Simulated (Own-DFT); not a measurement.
## Calculated data, Al3GaN4 (wurtzite random alloy, atoms displaced)

Computed with Own-DFT development build. A calculation, not a measurement: plane-wave PBE density functional theory by an unreviewed code, no spin, of a simulated periodic cell, stress positive in tension, free energy of the whole cell less one offset for each atom, forces on such cells passed a denser k mesh, this cell's mesh not checked; offsets are fitted by least squares, one for each functional and potential file, so energies compare only between cells with the same atoms and settings and are not formation energies; the far tail of each file's local potential was reset to the Coulomb form; each entry is a single point on an unrelaxed cell, so the pressure reflects the starting lattice, mostly measured values, from which strain is counted, and rises with the displacements; printed positions are rounded, which can move forces by about a meV/angstrom; the program is a retired in-house code; no spin-orbit coupling.

Settings shared by all entries: functional PBE; potential files PseudoDojo norm-conserving, scalar-relativistic, standard set with the stringent files for Ga; wave cutoff 96 hartree; occupations Gaussian; smearing width 0.01 eV; k mesh 4 x 4 x 3 centred on Gamma.

(1) Al3GaN4 (wurtzite random alloy, atoms displaced)

```
Al3GaN4
1.0
      9.3938     0.0000     0.0000
     -4.6969     8.1352     0.0000
      0.0000     0.0000    10.0655
Al N Al N Ga N Al N Ga Al N Ga Al N Al N Al N Ga Al N Ga Al N Al N Al N Ga Al N Ga Al N Al N Ga Al N Al N Al N
2 2 2 2 2 2 2 2 1 1 2 1 1 2 2 2 2 2 1 1 2 1 1 2 2 2 2 2 1 1 2 1 1 2 2 2 1 1 2 2 2 2 2
Direct
  0.11659 0.22802 0.99731
  0.22281 0.11029 0.24835
  0.11791 0.22651 0.18939
  0.22149 0.10695 0.44070
  0.11848 0.22183 0.49576
  0.22063 0.11027 0.74763
  0.10410 0.21706 0.69175
  0.21366 0.10183 0.94208
  0.10460 0.55781 0.00121
  0.21309 0.44030 0.25153
  0.11177 0.55685 0.19036
  0.21959 0.44558 0.44082
  0.10973 0.55599 0.49834
  0.22024 0.44409 0.75089
  0.11857 0.55766 0.69009
  0.22102 0.44138 0.94294
  0.11173 0.89155 0.00098
  0.21874 0.77308 0.24920
  0.10616 0.89089 0.18947
  0.22048 0.77436 0.44189
  0.11166 0.88954 0.49795
  0.21921 0.78013 0.75428
  0.10962 0.88487 0.69463
  0.22257 0.77176 0.93856
  0.44310 0.22293 0.99668
  0.55058 0.11067 0.25161
  0.44316 0.22899 0.18886
  0.55520 0.11192 0.43989
  0.44741 0.22661 0.49662
  0.55575 0.10811 0.75447
  0.44625 0.22034 0.69102
  0.54856 0.10932 0.93732
  0.44294 0.55935 0.99887
  0.55302 0.44416 0.25138
  0.45107 0.55409 0.19286
  0.54725 0.44460 0.43925
  0.44492 0.56374 0.49822
  0.55169 0.44272 0.75070
  0.45129 0.55693 0.68630
  0.55874 0.44580 0.93881
  0.44219 0.88764 0.00522
  0.55340 0.77267 0.25210
  0.44499 0.88734 0.19274
  0.55657 0.78039 0.43801
  0.44100 0.89261 0.50039
  0.55379 0.77081 0.75198
  0.44873 0.89243 0.68678
  0.55819 0.77513 0.94150
  0.77718 0.21880 0.00095
  0.89032 0.10873 0.24768
  0.78114 0.22393 0.19462
  0.88465 0.10278 0.43802
  0.77725 0.22505 0.49967
  0.88663 0.10993 0.75384
  0.77798 0.22447 0.69067
  0.88139 0.11063 0.93941
  0.77516 0.55914 0.99826
  0.88280 0.44119 0.25423
  0.78104 0.55879 0.18492
  0.89180 0.44043 0.44029
  0.78282 0.56026 0.50159
  0.89106 0.44422 0.75030
  0.77772 0.55399 0.68588
  0.88889 0.43864 0.94436
  0.77881 0.89162 0.99966
  0.88604 0.77424 0.24976
  0.77037 0.88565 0.19345
  0.88942 0.77745 0.44055
  0.77949 0.89636 0.49718
  0.88857 0.77751 0.75167
  0.77008 0.88777 0.69617
  0.89162 0.77676 0.94151
```

```
free energy of cell above offsets : -25.989 eV
pressure                          : 5.09 GPa
stress xx                         : -2.57 GPa
stress yy                         : -7.41 GPa
stress zz                         : -5.3 GPa
stress yz                         : 0.66 GPa
stress xz                         : -0.46 GPa
stress xy                         : 0.24 GPa
```

Force:
```csv
element,x (eV/Å),y (eV/Å),z (eV/Å)
Al,-0.569,-1.331,0.501
Al,-0.156,0.26,0.057
N,-0.692,-2.056,-0.563
N,0.413,1.641,-0.805
Al,-1.594,-0.067,0.739
Al,0.207,-0.166,0.272
N,0.791,0.61,-0.4
N,0.406,3.139,-1.195
Ga,1.137,-0.785,0.203
Ga,1.398,1.085,-0.141
N,-1.411,0.11,0.806
N,-0.435,-0.773,0.715
Al,0.482,-0.137,0.795
Al,0.706,-0.15,-0.241
N,-1.102,0.018,-0.007
N,-0.395,0.114,-1.285
Ga,0.463,-1.509,0.165
Al,-0.126,0.819,0.296
N,0.945,-0.407,1.422
N,0.527,-0.005,-0.953
Ga,0.059,-0.681,0.923
Al,1.435,-0.32,-1.02
N,-0.508,0.607,0.024
N,0.269,1.652,0.166
Al,-0.25,0.058,0.275
Al,0.629,0.261,-0.416
N,0.753,-1.199,-0.111
N,-1.141,-0.179,-0.509
Al,-0.061,-0.399,0.834
Al,-0.051,0.28,-1.252
N,-0.638,0.068,-0.204
N,-0.011,-0.627,1.049
Ga,0.682,-0.92,0.99
Al,0.759,0.372,-0.175
N,-1.249,0.513,0.023
N,1.444,-0.509,-0.509
Ga,0.027,-0.563,0.066
Al,0.926,-0.089,-0.517
N,-1.2,-0.692,1.704
N,-0.12,-0.642,-0.383
Al,0.437,-0.078,-0.759
Al,-0.224,0.263,-0.194
N,-0.644,0.061,-0.078
N,-0.394,1.422,0.095
Al,0.867,-0.433,-0.014
Al,-0.776,0.933,-0.274
N,-0.46,-0.802,0.902
N,-0.834,1.758,-0.426
Ga,-1.287,0.267,0.737
Al,-0.221,0.04,0.267
N,-0.605,-0.622,0.435
N,1.131,1.939,-0.442
Ga,0.666,-1.208,0.439
Al,-0.504,-0.125,-0.857
N,0.17,-0.256,1.053
N,2.474,-0.574,0.161
Al,0.951,-0.705,0.137
Al,0.435,0.594,-0.998
N,-0.285,-0.77,1.064
N,-0.24,1.455,-0.66
Ga,-0.689,-1.008,-0.673
Al,-0.023,0.119,0.075
N,0.066,0.126,2.361
N,-1.987,1.069,-1.627
Al,0.196,-0.588,0.36
Al,-0.411,0.447,-0.056
N,1.094,0.404,-0.817
N,-1.067,0.852,-0.857
Al,-0.024,-1.912,1.105
Al,-0.497,-0.096,-0.32
N,1.388,0.17,-0.881
N,-1.451,-0.146,-0.594
```

(2) Al3GaN4 (wurtzite random alloy, atoms displaced)

```
Al3GaN4
1.0
      9.3938     0.0000     0.0000
     -4.6969     8.1352     0.0000
      0.0000     0.0000    10.0655
Ga Al N Al N Ga N Ga Al N Al N Al N Al N Al N Al N Ga Al N Al N Al N Al N Ga N Al Ga N Al N Al Ga N Al N
1 1 2 2 2 2 2 1 1 2 2 2 2 2 2 2 2 2 2 2 1 1 2 2 2 2 2 2 2 2 2 1 1 2 2 2 1 1 2 2 2
Direct
  0.11406 0.22169 0.00882
  0.22487 0.11465 0.24911
  0.11745 0.22499 0.19018
  0.21904 0.11201 0.43700
  0.11117 0.22087 0.50171
  0.21951 0.11502 0.74767
  0.10940 0.21826 0.68915
  0.22832 0.11732 0.94008
  0.11176 0.55452 0.99794
  0.22058 0.44010 0.25082
  0.11197 0.55535 0.19526
  0.21887 0.44004 0.44807
  0.11735 0.55958 0.50165
  0.22596 0.44189 0.74725
  0.11302 0.55744 0.68739
  0.21750 0.44229 0.93426
  0.10668 0.88528 0.99787
  0.22762 0.77613 0.24903
  0.11123 0.88919 0.19110
  0.22285 0.78269 0.43751
  0.11286 0.88481 0.50199
  0.22285 0.78004 0.75063
  0.11239 0.88826 0.69147
  0.22114 0.77567 0.93825
  0.44780 0.22185 0.99946
  0.55885 0.11256 0.24956
  0.44754 0.22138 0.19406
  0.55553 0.10605 0.44090
  0.44936 0.22984 0.49878
  0.55550 0.11042 0.74639
  0.43845 0.22389 0.68897
  0.55517 0.11563 0.93916
  0.44222 0.55256 0.99785
  0.55558 0.44857 0.25061
  0.44288 0.55261 0.19160
  0.55185 0.44507 0.43497
  0.44295 0.55450 0.49913
  0.55914 0.44843 0.75050
  0.43934 0.54956 0.68959
  0.56036 0.44960 0.94130
  0.44592 0.89102 0.00445
  0.55570 0.77906 0.24734
  0.44518 0.89075 0.19199
  0.55308 0.77395 0.43831
  0.45021 0.88847 0.50183
  0.55353 0.77567 0.75052
  0.44609 0.89113 0.69088
  0.54697 0.77318 0.94192
  0.77646 0.22492 0.00210
  0.88919 0.10860 0.25294
  0.77975 0.22033 0.19572
  0.88787 0.10993 0.43923
  0.78369 0.22537 0.49573
  0.89343 0.10938 0.74864
  0.77498 0.22456 0.69114
  0.88677 0.10893 0.93785
  0.78514 0.55997 0.00136
  0.89170 0.44373 0.24789
  0.78349 0.55679 0.19287
  0.88864 0.44766 0.43939
  0.76998 0.55303 0.49936
  0.88645 0.44401 0.74860
  0.78396 0.55686 0.69441
  0.89045 0.44185 0.93455
  0.77711 0.88193 0.00218
  0.89041 0.78336 0.25224
  0.77799 0.88444 0.19519
  0.88918 0.78055 0.42978
  0.78200 0.89660 0.50224
  0.89377 0.77881 0.75144
  0.78697 0.89281 0.68984
  0.89155 0.77651 0.93993
```

```
free energy of cell above offsets : -25.981 eV
pressure                          : 5.04 GPa
stress xx                         : -4.76 GPa
stress yy                         : -4.61 GPa
stress zz                         : -5.76 GPa
stress yz                         : 0.24 GPa
stress xz                         : 0.42 GPa
stress xy                         : 0.83 GPa
```

Force:
```csv
element,x (eV/Å),y (eV/Å),z (eV/Å)
Ga,-0.698,-0.038,-2.306
Al,0.638,-0.913,0.257
N,-0.939,-1.717,1.676
N,0.682,-0.055,0.69
Al,0.013,-0.376,-0.227
Al,0.909,-0.615,0.596
N,0.696,1.239,-0.634
N,0.376,-1.326,-0.415
Ga,-0.077,-0.055,0.394
Ga,-0.047,0.897,0.955
N,0.674,0.811,-0.881
N,0.164,-0.672,-1.001
Ga,-1.082,0.056,-0.491
Al,-1.585,-0.168,0.101
N,0.099,-0.159,1.888
N,1.614,0.185,0.21
Al,1.074,1.073,0.646
Al,-1.406,0.502,0.308
N,1.246,0.639,-1.016
N,1.212,0.307,0.077
Al,-0.961,0.776,-0.761
Al,0.415,-0.51,-0.174
N,-0.153,0.397,-0.109
N,0.05,1.466,0.224
Al,-0.605,0.7,0.385
Al,-0.373,-0.131,0.705
N,-0.196,0.55,-0.644
N,-0.898,0.535,-0.329
Al,-0.344,-1.597,-0.187
Al,-0.506,0.564,0.323
N,1.048,0.336,-0.083
N,0.735,-0.802,0.099
Al,-0.3,-0.221,0.293
Al,0.949,-0.522,-0.873
N,0.458,1.014,-0.841
N,1.24,-0.271,0.586
Ga,-0.133,0.059,0.137
Al,0.031,-0.577,0.269
N,1.086,1.184,0.945
N,0.107,-0.301,-0.027
Al,-0.511,0.043,-0.884
Al,0.055,-0.536,0.448
N,0.552,-0.033,-0.385
N,0.409,1.508,0
Al,-0.991,-0.053,-0.367
Al,0.217,0.227,-0.017
N,0.243,-0.537,-0.038
N,1.028,0.519,-0.084
Al,0.689,-0.533,-0.461
Al,0.261,0.087,-0.528
N,0.129,-0.982,-1.315
N,1.284,0.028,-0.184
Ga,-0.933,0.102,0.843
Ga,-1.452,0.912,0.69
N,0.201,-0.081,0.023
N,-0.471,-0.607,1.785
Al,-0.213,-0.955,0.112
Ga,-0.463,0.254,0.86
N,-1.579,-0.377,-1.294
N,-0.539,0.516,0.518
Al,1.06,0.929,-0.257
Al,1.259,-0.148,-0.201
N,-1.453,0.299,-1.074
N,-1.215,-0.013,0.865
Al,-0.674,0.81,-0.272
Ga,1.389,-1.065,-1.331
N,-1.929,1.438,-1.637
N,-0.089,-0.307,4.759
Al,0.251,-1.509,-0.67
Al,-0.174,-0.11,-0.261
N,-0.926,-2.248,-0.281
N,-0.626,0.154,-0.124
```

(3) Al3GaN4 (wurtzite random alloy, atoms displaced)

```
Al3GaN4
1.0
      9.3938     0.0000     0.0000
     -4.6969     8.1352     0.0000
      0.0000     0.0000    10.0655
Al N Al N Al Ga N Al N Al Ga N Al N Al Ga N Al N Al Ga N Al N Al N Al Ga N Al N Al Ga N Al N Ga Al N Ga Al N Ga Al N
2 2 2 2 1 1 2 2 2 1 1 2 2 2 1 1 2 2 2 1 1 2 2 2 2 2 1 1 2 2 2 1 1 2 2 2 1 1 2 1 1 2 1 1 2
Direct
  0.11102 0.22185 0.99977
  0.21819 0.10970 0.24756
  0.10561 0.21954 0.19016
  0.22305 0.11466 0.43815
  0.10796 0.22292 0.50356
  0.21631 0.10607 0.74408
  0.11036 0.22479 0.68772
  0.21960 0.11220 0.93355
  0.11034 0.55342 0.00222
  0.22630 0.44692 0.24407
  0.11494 0.55983 0.19028
  0.22071 0.44392 0.44094
  0.10784 0.55546 0.49901
  0.21985 0.44319 0.75291
  0.11018 0.55302 0.68943
  0.22680 0.44834 0.94051
  0.11051 0.89193 0.99855
  0.22318 0.78121 0.24897
  0.11337 0.88930 0.18224
  0.21759 0.77242 0.44011
  0.11128 0.89275 0.49870
  0.21533 0.77306 0.75173
  0.11152 0.88079 0.68423
  0.21931 0.77749 0.94030
  0.44892 0.22294 0.00066
  0.55776 0.11040 0.25043
  0.43740 0.21591 0.19236
  0.54616 0.10511 0.44262
  0.44332 0.22322 0.50062
  0.55422 0.11056 0.74707
  0.44605 0.22247 0.69552
  0.54978 0.11077 0.94335
  0.44428 0.54799 0.99549
  0.55972 0.44837 0.25255
  0.43805 0.54993 0.19131
  0.56115 0.45111 0.43815
  0.44915 0.55522 0.49574
  0.55993 0.44857 0.75206
  0.44934 0.56431 0.69507
  0.55772 0.45237 0.94143
  0.44465 0.89346 0.00294
  0.55492 0.76758 0.25006
  0.44957 0.89053 0.19413
  0.55333 0.77755 0.43808
  0.44891 0.88976 0.49804
  0.55133 0.77766 0.75072
  0.44473 0.89053 0.69038
  0.55539 0.77621 0.93772
  0.78448 0.22400 0.99759
  0.88726 0.10866 0.24768
  0.77929 0.22399 0.19241
  0.89150 0.11565 0.44341
  0.77137 0.21964 0.49886
  0.89304 0.11158 0.74846
  0.77523 0.21967 0.68376
  0.88867 0.11214 0.94408
  0.77532 0.55223 0.00359
  0.88753 0.43907 0.24769
  0.77769 0.55256 0.18974
  0.88814 0.44298 0.44437
  0.77744 0.55318 0.50625
  0.89126 0.44149 0.74970
  0.77787 0.55870 0.69334
  0.89581 0.45480 0.93974
  0.77696 0.88877 0.00278
  0.89090 0.78201 0.25196
  0.78250 0.89370 0.19054
  0.89439 0.77741 0.43462
  0.78257 0.89459 0.49954
  0.88441 0.77958 0.75331
  0.76655 0.88882 0.69642
  0.89022 0.77674 0.93807
```

```
free energy of cell above offsets : -26.019 eV
pressure                          : 4.97 GPa
stress xx                         : -5.04 GPa
stress yy                         : -4.57 GPa
stress zz                         : -5.31 GPa
stress yz                         : -0.21 GPa
stress xz                         : 0.29 GPa
stress xy                         : -0.02 GPa
```

Force:
```csv
element,x (eV/Å),y (eV/Å),z (eV/Å)
Al,0.221,0.146,-0.029
Al,0.073,0.02,0.209
N,0.467,-0.532,-0.683
N,-0.309,-0.176,0.448
Al,0.52,0.679,-1.207
Al,0.711,0.244,0.43
N,1.352,0.099,0.289
N,0.311,0.142,0.553
Al,0.391,1.121,-0.224
Ga,-1.556,-1.106,1.611
N,-1.169,-1.21,-0.727
N,0.412,0.11,0.583
Al,0.745,-0.194,0.114
Al,0.592,0.786,-0.668
N,-0.011,-0.076,0.233
N,-0.69,-0.983,0.139
Al,0.311,-0.274,-0.731
Ga,0.319,-0.049,0.415
N,-1.466,0.616,0.895
N,0.167,1.086,0.798
Al,0.903,-0.593,-0.413
Al,1.155,0.239,-0.191
N,-1.664,1.014,0.687
N,0.382,0.099,0.188
Al,-1.42,0.238,-0.05
Ga,-0.666,0.126,0.229
N,-0.118,0.687,-0.882
N,0.633,1.158,0.501
Al,-0.041,0.118,0.119
Al,0.214,-0.293,0.595
N,-0.716,0.496,-0.972
N,1.668,0.528,-0.699
Al,-1.06,1.813,0.738
Ga,-0.241,-1.153,-0.794
N,1.902,1.594,-1.637
N,-0.699,-1.444,1.397
Al,-1.413,0.297,1.147
Al,-0.742,-0.217,-0.072
N,0.028,-3.188,-1.475
N,1.36,-1.66,-0.152
Al,0.249,-1.099,-0.313
Al,-0.613,1.379,-0.177
N,0.821,-1.131,-1.118
N,0.454,-0.441,-0.231
Al,-1.238,-1.031,0.57
Ga,-0.773,0.52,0.457
N,-1.449,0.202,-0.567
N,-1.081,-0.223,2.073
Al,-1.436,0.278,0.365
Al,-0.097,0.773,0.878
N,0.954,-0.09,-0.991
N,-0.514,0.432,-1.139
Al,0.32,0.173,-0.266
Ga,-1.22,-0.108,0.517
N,-0.575,0.696,1.166
N,0.387,0.93,-0.288
Al,0.227,0.963,-0.623
Al,0.19,1.293,0.915
N,0.824,1.019,-0.071
N,0.329,-0.796,-1.2
Ga,0.406,0.746,-0.64
Al,-0.619,0.342,-0.27
N,0.478,-0.291,1.073
N,-0.264,-1.797,-0.024
Ga,0.046,-0.5,-0.783
Al,0.657,-0.594,-1.081
N,-0.355,-1.256,1.268
N,-0.341,0.541,0.639
Ga,-0.228,-0.995,0.362
Al,0.383,-0.051,-0.577
N,3.046,0.096,-1.105
N,0.177,-0.285,0.469
```
